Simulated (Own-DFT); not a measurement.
# A change of arrangement and its cost: C36Si36, 72 atoms

These are calculations, not measurements. They come from Own-DFT, an in-house plane-wave density functional program, since retired, whose code no person has reviewed. Each row is one single-point run on a periodic cell that was not relaxed, without spin or spin-orbit coupling.

Settings of every run: PBE; PseudoDojo norm-conserving scalar-relativistic files; cutoff 42 hartree; 4 x 4 x 3 k mesh centred on Gamma; Fermi-Dirac smearing of 0.1 eV.

Known limits, some of them of some rows only: some atoms lie very close together; not probed for a lower state with spin; forces on such cells passed a denser k mesh, each cell not checked; stress not checked against mesh or cutoff.

All cells hold the same atoms in the same cell, with vectors in Å (9.248, 0.000, 0.000); (-4.624, 8.009, 0.000); (0.000, 0.000, 10.068). Every atom was moved at random from its ideal site; u is the rms move along one axis. The defect's site can differ from row to row. E is the free energy of the cell above the lowest run. The arrangements:

- A: 2H SiC
- B: 4H SiC
- C: 4H SiC, with one C on a Si site and one Si on a C site, 1.9 Å apart

```
arrangement   u (Å)  E (eV)  P (GPa)
          A  0.0266   0.000     3.83
          A  0.0302   0.412     3.89
          A  0.0312   0.639     3.95
          A  0.0570   6.516     5.98
          A  0.0608   6.957     5.96
          A  0.0614   8.844     6.94
          B  0.0305   0.129     3.85
          B  0.0317   0.070     3.74
          B  0.0319   0.630     3.96
          B  0.0579   6.283     5.77
          B  0.0609   7.948     6.48
          B  0.0629   7.848     6.29
          C  0.0302  10.626     7.32
          C  0.0315  12.063     7.86
          C  0.0318   9.810     6.92
          C  0.0465  13.945     8.41
          C  0.0472  13.496     8.18
          C  0.0514  18.502     9.46
```

Question: once the cost of the random moves is taken out, how do the arrangements rank?

## Worked answer

Fit E = a + b u², with one b for all and one a for each arrangement, and with residuals divided by u², since the noise grows with the moves. Then b = 2748 eV/Å², the scatter at u = 0.04 Å is 0.90 eV, and against A:

- B: -0.42 ± 0.41 eV (not told apart from A)
- C: 10.26 ± 0.40 eV (higher)

These are energies of unrelaxed cells. Relaxing the atoms lowers the strained arrangements most, so the gaps would shrink and small ones could change sign.
